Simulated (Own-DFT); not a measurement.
## Calculated data, SiC (4H silicon carbide, atoms displaced), SiC (2H silicon carbide, atoms displaced), GaP (zincblende, strained, atoms displaced)

A calculation, not a measurement: plane-wave PBE density functional theory by an unreviewed code, no spin, of a simulated periodic cell, stress positive in tension, free energy of the whole cell less one offset for each atom, forces on such cells passed a denser k mesh, this cell's mesh not checked; offsets are fitted by least squares, one for each functional and potential file, so energies compare only between cells with the same atoms and settings and are not formation energies; the far tail of each file's local potential was reset to the Coulomb form; each entry is a single point on an unrelaxed cell, so the pressure reflects the starting lattice, mostly measured values (interpolated for alloys), from which strain is counted, and rises with the displacements; printed positions are rounded, which can move forces by about a meV/angstrom; the program, named Own-DFT, is a retired in-house code; no spin-orbit coupling. Program: Own-DFT development build.

Common to all runs: functional PBE; potential files PseudoDojo norm-conserving, scalar-relativistic, standard set; wave cutoff 42 hartree; occupations Fermi-Dirac; smearing width 0.1 eV.

(1) 
```xyz
128
Lattice="12.3308 0.0000 0.0000 -6.1654 10.6788 0.0000 0.0000 0.0000 10.0681" Properties=species:S:1:pos:R:3:force_x:R:1:force_y:R:1:force_z:R:1 formula=SiC hardware=one_NVIDIA_H200 k_mesh=3_x_3_x_3_centred_on_Gamma free_energy_of_cell_above_offsets=-19.260 pressure=3.71 stress_xx=-2.66 stress_yy=-3.69 stress_zz=-4.78 stress_yz=0.1 stress_xz=-0.06 stress_xy=-0.13 wall_time=539.9
Si    12.2855     0.0096     4.1117       1.02     -0.598     -0.596
Si    -0.0256     1.8005     1.5824      0.313     -0.812     -1.426
C      6.1379    10.6398     0.9060      0.724      0.808      0.832
C      0.0130     1.7642     3.4163     -0.261      0.198      0.953
Si    -1.5065     2.6759     4.0412     -0.494     -0.288      1.241
Si    -1.5207     4.4403     1.5905     -0.048     -0.106     -0.444
C     10.7480     2.6502     0.9213      1.037      0.488       1.11
C     -1.5331     4.4534     3.4787      0.587     -0.389      -0.61
Si    -3.0431     5.3167     4.0512      -1.09      0.604      0.584
Si    -3.0804     7.1455     1.5090      0.238     -0.719      1.179
C      9.2557     5.2719     0.9454      0.095      1.452      0.036
C     -3.0802     7.1017     3.4724      0.704        0.6     -0.764
Si     7.7040     8.0022     4.0604      0.555     -0.237      0.875
Si    -4.6399     9.7549     1.5787      0.177      1.194       -0.1
C      7.6657     8.0360     0.9327      0.716     -0.864     -0.084
C     -4.6225     9.7593     3.4483     -0.504      0.712      0.501
Si     3.0755     0.0061     4.1161      -0.39     -0.337     -0.076
Si     3.0903     1.7910     1.6005       0.25     -0.246     -0.692
C     -3.0627    10.6326     0.9505     -0.719      0.945      0.026
C      3.0907     1.7530     3.4918     -0.044      0.737     -0.226
Si     1.5483     2.6756     4.0734      0.089     -0.228     -0.432
Si     1.5397     4.4358     1.5301      0.508      0.123      0.973
C      1.5206     2.6897     0.9202      0.252     -0.919      0.648
C      1.5326     4.4582     3.4600      0.172     -0.147     -0.309
Si     0.0005     5.3336     4.0915      0.146      0.246     -0.023
Si     0.0232     7.1285     1.6219     -0.737     -0.758     -0.883
C      0.0478     5.3055     0.9470     -1.482      1.134      0.008
C      0.0307     7.1245     3.4641     -0.535     -0.336      0.552
Si    -1.4908     8.0519     4.0858     -1.124     -0.963      0.329
Si    -1.5324     9.8036     1.5821      0.324      0.298     -0.036
C     -1.4919     8.0603     0.9396     -0.766     -1.225      0.621
C     -1.5552     9.8211     3.4823      0.319     -0.522      -0.26
Si     0.0141    10.6082     4.0937     -0.007      1.684     -0.006
Si     6.2082     1.7778     1.5654     -0.718      0.555      0.337
C      6.1831     0.0249     0.9110     -0.765      0.204      0.107
C      6.1761     1.7704     3.4626      0.167     -0.346      0.433
Si     4.6341     2.6659     4.1645      0.207      -0.14     -2.537
Si     4.6444     4.4625     1.6010      -0.42     -0.262     -0.119
C      4.6649     2.7114     0.9342     -0.492     -1.033      0.292
C      4.6162     4.4453     3.4943      0.385      0.144     -0.198
Si     3.0764     5.3494     4.0933      0.329      0.027     -0.051
Si     3.1220     7.1545     1.5642     -1.494     -0.619      0.253
C      3.0742     5.3231     0.9493      0.561      0.746      0.519
C      3.0933     7.1518     3.4751     -0.075     -0.962      -0.48
Si     1.5483     7.9671     4.1037      0.344       0.34      0.148
Si     1.5038     9.8308     1.5156      0.712     -1.215       1.13
C      1.4650     8.0010     0.9572      2.404      0.644      -0.35
C      1.5313     9.7143     3.4974     -0.068      1.004     -1.214
Si     3.0459    10.6522     4.0622      0.329      0.418      0.644
Si     9.2679     1.7639     1.5653     -1.039      0.776      0.187
C      9.2533     0.0189     0.9373     -0.055     -0.666      0.316
C      9.2450     1.8167     3.4674      0.396     -0.961     -0.291
Si     7.7174     2.6926     4.0984      -0.47     -0.358     -0.911
Si     7.7075     4.3906     1.5733     -0.347      1.642     -0.048
C      7.7045     2.7088     0.9266      0.319      -1.84     -0.396
C      7.7040     4.4534     3.4519      0.629     -0.268     -0.087
Si     6.2143     5.3590     4.0612     -1.101     -1.395      1.171
Si     6.1812     7.1269     1.5866     -0.349     -0.836     -0.357
C      6.1458     5.3338     0.9289      0.738      0.332     -0.133
C      6.2063     7.0604     3.4672     -0.979      1.841     -0.325
Si     4.6055     8.0168     4.0594      0.897     -1.034      0.779
Si     4.6337     9.7883     1.5710     -0.371      0.122      0.067
C      4.6326     8.0293     0.9454      0.251     -0.186      -0.01
C      4.5992     9.7364     3.4645      0.322      1.488     -0.281
Si     6.1716    10.6301     9.1128     -0.564      1.407     -0.516
Si     6.1111     8.9216     6.5817      1.708      0.066     -0.055
C      0.0498     0.0463     5.9888      -1.21     -0.739     -0.653
C      6.1310     8.9148     8.4479      0.856     -0.903      0.743
Si     7.7047     8.0067     9.1411      0.094      0.103     -1.337
Si     7.7322     6.2374     6.6143     -0.081     -0.445     -0.915
C     -4.6061     8.0261     5.9861     -0.936     -0.186     -0.565
C      7.7949     6.2263     8.4681     -1.837     -0.092      1.048
Si     9.2517     5.3035     9.1370       0.58      0.486     -0.366
Si     9.2912     3.4891     6.6023     -0.591        1.8      0.511
C     -3.0695     5.3234     5.9276      0.262     -0.107      0.834
C      9.2860     3.5436     8.5565     -2.004       0.11     -1.637
Si    10.7477     2.7152     9.1613      1.613     -1.897     -1.202
Si    10.8076     0.9344     6.5367     -0.026     -1.749      1.697
C     -1.5111     2.6491     6.0582     -0.196      0.805     -2.851
C     10.7943     0.8650     8.4491      0.156      0.726      0.805
Si     9.2895     0.0194     9.1414     -0.153     -0.327     -0.971
Si     3.0995     8.8633     6.6851     -0.073      0.885     -2.531
C      9.2920     0.0095     5.9593     -1.075     -0.508      0.179
C      3.0710     8.8947     8.4806      0.462     -0.026      2.035
Si     4.6558     8.0248     9.1402     -0.688     -0.099     -0.443
Si     4.5820     6.2598     6.6454      1.255     -0.729     -1.018
C      4.6585     8.0123     5.9552     -1.128     -0.217      0.151
C      4.6345     6.2398     8.5113     -0.262      0.143      0.161
Si     6.1345     5.2993     9.0755      1.396      0.931      0.845
Si     6.2202     3.6073     6.5998     -0.809     -1.653     -0.198
C      6.1516     5.2849     5.9917      0.262      2.535     -0.363
C      6.1806     3.5447     8.4836     -0.656     -0.083     -0.454
Si     7.6555     2.6509     9.0811      1.688      0.404      1.061
Si     7.6802     0.8844     6.6285       1.27      0.303     -0.927
C      7.7303     2.7018     5.9248     -0.147     -0.919       1.67
C      7.7292     0.8798     8.5110      -0.33        0.1     -0.308
Si     6.1742     0.0158     9.0812     -0.444     -0.797      0.437
Si     0.0070     8.9074     6.6028      0.281     -0.331      1.117
C      6.1607     0.0071     5.9876      0.173     -0.407     -0.108
C      0.0031     8.8573     8.5664      0.457      1.174     -1.444
Si     1.5587     7.9823     9.1359      -0.54       0.85      0.275
Si     1.5208     6.2485     6.6352      0.229     -1.032     -0.633
C      1.5459     7.9785     5.9832      0.131      0.803      0.112
C      1.5283     6.2786     8.4895      0.477     -1.491      0.708
Si     3.1129     5.3503     9.1758     -0.956     -0.804     -1.389
Si     3.1175     3.5484     6.5689     -0.934      0.098      0.733
C      3.1045     5.3455     5.9829     -0.932      0.162      0.126
C      3.0761     3.5007     8.4963      0.267       1.02     -0.068
Si     4.6455     2.6247     9.1195     -0.733      0.754     -0.003
Si     4.6335     0.8819     6.6036     -0.487      0.328     -0.174
C      4.6273     2.6681     5.9416      0.822     -0.207       1.97
C      4.6031     0.8885     8.4688      0.443     -0.561      0.615
Si    -3.1083    10.6282     9.1310      0.367      1.463      -0.11
Si    -3.0975     8.9169     6.5705      0.578     -0.574      1.015
C     -3.0867    10.6673     6.0105      0.062      0.676     -0.664
C     -3.0716     8.9272     8.4932     -0.308     -1.184      0.058
Si    -1.5251     8.0143     9.1574     -0.468      0.128     -0.926
Si    -1.5270     6.2672     6.5889     -0.654     -1.146       -0.2
C     -1.5052     8.0079     6.0172     -0.604      0.872      -1.26
C     -1.5485     6.2603     8.4524     -0.266     -0.357      1.341
Si    -0.0404     5.3973     9.1346      0.829     -1.183     -0.687
Si    -0.0207     3.5583     6.5867      0.969      0.169      0.549
C     -0.0271     5.3315     5.9583      0.636      0.252      0.369
C     -0.0257     3.5381     8.4729      0.225      1.016      0.734
Si     1.5071     2.6376     9.1235      0.246      0.921      -0.37
Si     1.5368     0.9163     6.6195      0.642     -0.151     -0.039
C      1.5294     2.6449     5.9105      0.228      0.833      1.184
C      1.5258     0.9081     8.5008       0.16     -1.107      0.208
```

Units: free_energy_of_cell_above_offsets in eV; pressure, stress_xx, stress_yy, stress_zz, stress_yz, stress_xz, stress_xy in GPa; wall_time in s; force_x, force_y, force_z in eV/Å.

(2) 
```xyz
32
Lattice="6.1654 0.0000 0.0000 -3.0827 5.3394 0.0000 0.0000 0.0000 10.0681" Properties=species:S:1:pos:R:3:force_x:R:1:force_y:R:1:force_z:R:1 formula=SiC hardware=one_NVIDIA_H100 k_mesh=5_x_5_x_3_centred_on_Gamma free_energy_of_cell_above_offsets=5.237 pressure=10.46 stress_xx=-7.62 stress_yy=-6.64 stress_zz=-17.12 stress_yz=3.13 stress_xz=-2.32 stress_xy=2.03 wall_time=125.4
Si     6.1040     0.0492     0.1919      0.015     -3.448     -6.409
Si     0.0276     1.6986     2.4559     -0.156      3.449      3.269
C      3.0311     5.3254     1.8532      2.968       1.04      2.915
C     -0.0318     1.7544     4.3888      1.214     -1.227      0.631
Si     3.0643     5.2336     5.1625      1.768      1.588     -3.911
Si    -0.1198     1.8762     7.7175      4.752     -1.851     -4.169
C      0.1034     0.0551     6.9425      0.217      1.139      1.859
C     -0.0187     1.6416     9.4709      0.924      2.507      0.806
Si    -1.4309     2.5540     0.0200     -3.145      2.826      2.033
Si    -1.5978     4.4004     2.4274      1.696       -0.8      3.034
C      4.5501     2.6519     1.9514      1.453     -2.033     -2.356
C     -1.4670     4.2521     4.4195     -0.563      5.881     -1.317
Si    -1.4932     2.6968     5.1374     -0.292      -3.13     -7.041
Si    -1.5807     4.4826     7.7171      2.311     -0.431     -4.921
C     -1.3139     2.6566     6.7494     -3.299      1.359      9.661
C     -1.6068     4.5224     9.4580     -0.393     -1.737      2.522
Si     2.8989     0.1376     9.9921      3.612     -3.883      1.431
Si     2.9705     1.6488     2.5513      5.653     -0.655      3.234
C      0.0767     5.2162     1.8113     -5.146      2.635     -1.114
C      3.1356     1.9097     4.5242     -1.685     -3.154      -1.26
Si     0.1345     5.2536     5.0826     -3.255      2.396      -1.02
Si     3.1939     1.6879     7.6204     -0.865      0.617     -4.109
C      0.0604     5.2297     6.9139       0.66      0.818      2.773
C      3.1121     1.7795     9.4512      0.216      1.806     -0.686
Si     1.5276     2.6593     9.9873      1.143      0.347      2.058
Si     1.5570     4.5762     2.3272      0.271     -5.449      5.211
C      1.7452     2.6342     2.0242     -6.681       2.45      -4.54
C      1.5480     4.4752     4.3571      1.238     -0.612     -0.507
Si     1.4940     2.7264     5.1182      0.624     -1.648     -4.488
Si     1.7959     4.4865     7.5804     -3.895     -1.611     -0.497
C      1.7145     2.7402     6.8276     -0.234     -0.756      6.012
C      1.5947     4.4020     9.4327      -1.13      1.567      0.895
```

Units: free_energy_of_cell_above_offsets in eV; pressure, stress_xx, stress_yy, stress_zz, stress_yz, stress_xz, stress_xy in GPa; wall_time in s; force_x, force_y, force_z in eV/Å.

(3) 
```xyz
64
Lattice="10.8620 0.0000 0.0000 0.0000 10.8620 0.0000 0.0000 0.0000 10.9439" Properties=species:S:1:pos:R:3:force_x:R:1:force_y:R:1:force_z:R:1 formula=GaP hardware=one_NVIDIA_H100 k_mesh=3_x_3_x_3_centred_on_Gamma free_energy_of_cell_above_offsets=-35.043 pressure=3.13 stress_xx=-3.26 stress_yy=-3.34 stress_zz=-2.79 stress_yz=0.16 stress_xz=-0.2 stress_xy=0.03 wall_time=494
Ga    10.8559     0.0228     0.0577      0.154     -0.255     -0.256
Ga     0.0243     2.7627     2.7994      0.087     -0.158     -0.848
Ga     2.6978    10.8077     2.7225      0.049       0.38      0.689
Ga     2.7346     2.7130    10.9168     -0.349       0.22      0.208
P      1.4064     1.3251     1.4048     -0.496      0.854     -0.166
P      1.3332     4.1087     4.1504       0.34      0.103     -0.155
P      4.0720     1.3328     4.1319     -0.274      0.148     -0.486
P      4.1033     4.0690     1.3615     -0.366      0.124      0.235
Ga     0.0115     0.0651     5.3827     -0.206     -0.574       1.17
Ga    10.8080     2.7640     8.1763      0.972      -0.51      0.335
Ga     2.7456    10.8464     8.2385     -0.373      0.208     -0.354
Ga     2.7089     2.7286     5.4645      -0.01     -0.166      0.033
P      1.3842     1.3402     6.8138     -0.346      0.253       0.45
P      1.3672     4.1205     9.5588       0.05     -0.234     -0.068
P      4.0537     1.3471     9.5760      0.561      0.433     -0.316
P      4.0732     4.0529     6.8242      0.298      0.042      0.149
Ga     0.0045     5.4342     0.0328     -0.163      0.116     -0.602
Ga    10.8450     8.1432     2.7076     -0.148      0.442      0.305
Ga     2.6710     5.4710     2.7308      0.299     -0.659     -0.044
Ga     2.7063     8.1726     0.0331      0.032     -0.211     -0.329
P      1.3365     6.7911     1.3847      0.124      0.305     -0.289
P      1.3312     9.5320     4.1294      0.314       -0.7     -0.523
P      4.0674     6.7650     4.0772     -0.044      0.418      0.146
P      4.0406     9.5791     1.3455      0.513       -0.9      0.285
Ga    10.7868     5.4422     5.4672       1.11      0.305      0.163
Ga     0.0142     8.1912     8.2103     -0.148     -0.572      0.127
Ga     2.7873     5.4732     8.1626     -0.525     -0.149      0.231
Ga     2.7540     8.1649     5.4710     -0.412     -0.098     -0.083
P      1.3540     6.8017     6.8227       0.06      0.003      0.016
P      1.3752     9.5211     9.5669     -0.343      0.004       0.49
P      4.0960     6.7811     9.6022     -0.144      0.499     -0.192
P      4.0584     9.5201     6.8565      0.586      -0.51      0.198
Ga     5.4007     0.0362     0.0053      0.495     -0.198       -0.2
Ga     5.4264     2.6960     2.7616      0.003      0.083     -0.026
Ga     8.0559     0.0136     2.7865      0.938     -0.104     -0.305
Ga     8.1089     2.7146     0.0180      0.568       0.12     -0.049
P      6.8077     1.3487     1.3940      -0.58      0.216     -0.207
P      6.7878     4.0781     4.1110      0.178      0.115     -0.235
P      9.5456     1.3613     4.0636     -1.052      0.306      0.176
P      9.5111     4.1121     1.3812     -0.045     -0.589      0.082
Ga     5.3950     0.0079     5.4958      0.383     -0.388     -0.176
Ga     5.4994     2.6957     8.1784     -0.815      0.554      0.708
Ga     8.1688     0.0736     8.2372     -0.345     -0.926     -0.347
Ga     8.1342     2.7267     5.4908      0.355     -0.023      -0.21
P      6.7565     1.3768     6.8412      0.775     -0.498     -0.277
P      6.7870     4.1138     9.6112     -0.098      -0.63     -0.351
P      9.5220     1.3513     9.5745       0.04      0.657      0.373
P      9.5599     4.1146     6.8226     -1.196     -0.451      0.165
Ga     5.4366     5.4576     0.0002      0.071          0      0.393
Ga     5.4088     8.1514     2.7369      0.024      0.047     -0.479
Ga     8.1755     5.4771     2.7376     -0.286     -0.152      0.153
Ga     8.1956     8.1383     0.0115     -0.546      0.084      -0.48
P      6.8287     6.8291     1.3436     -0.476     -0.237      0.403
P      6.8165     9.4610     4.0893     -0.895      0.419      0.524
P      9.5309     6.7892     4.1464     -0.498      0.469     -0.622
P      9.4229     9.5118     1.3428      0.703      0.355      0.744
Ga     5.4004     5.4217     5.4477      0.354      0.075      0.333
Ga     5.5130     8.1131     8.2172     -0.585      0.313      0.011
Ga     8.1401     5.3882     8.2124      0.147      0.256     -0.119
Ga     8.1360     8.1610     5.4621      0.308     -0.281      0.247
P      6.8283     6.7864     6.8408     -0.369     -0.426     -0.375
P      6.7956     9.4884     9.5995      0.104      0.543      0.026
P      9.4441     6.7807     9.5730      0.988     -0.019     -0.107
P      9.4895     9.4615     6.8448      0.146      1.149      -0.29
```

Units: free_energy_of_cell_above_offsets in eV; pressure, stress_xx, stress_yy, stress_zz, stress_yz, stress_xz, stress_xy in GPa; wall_time in s; force_x, force_y, force_z in eV/Å.
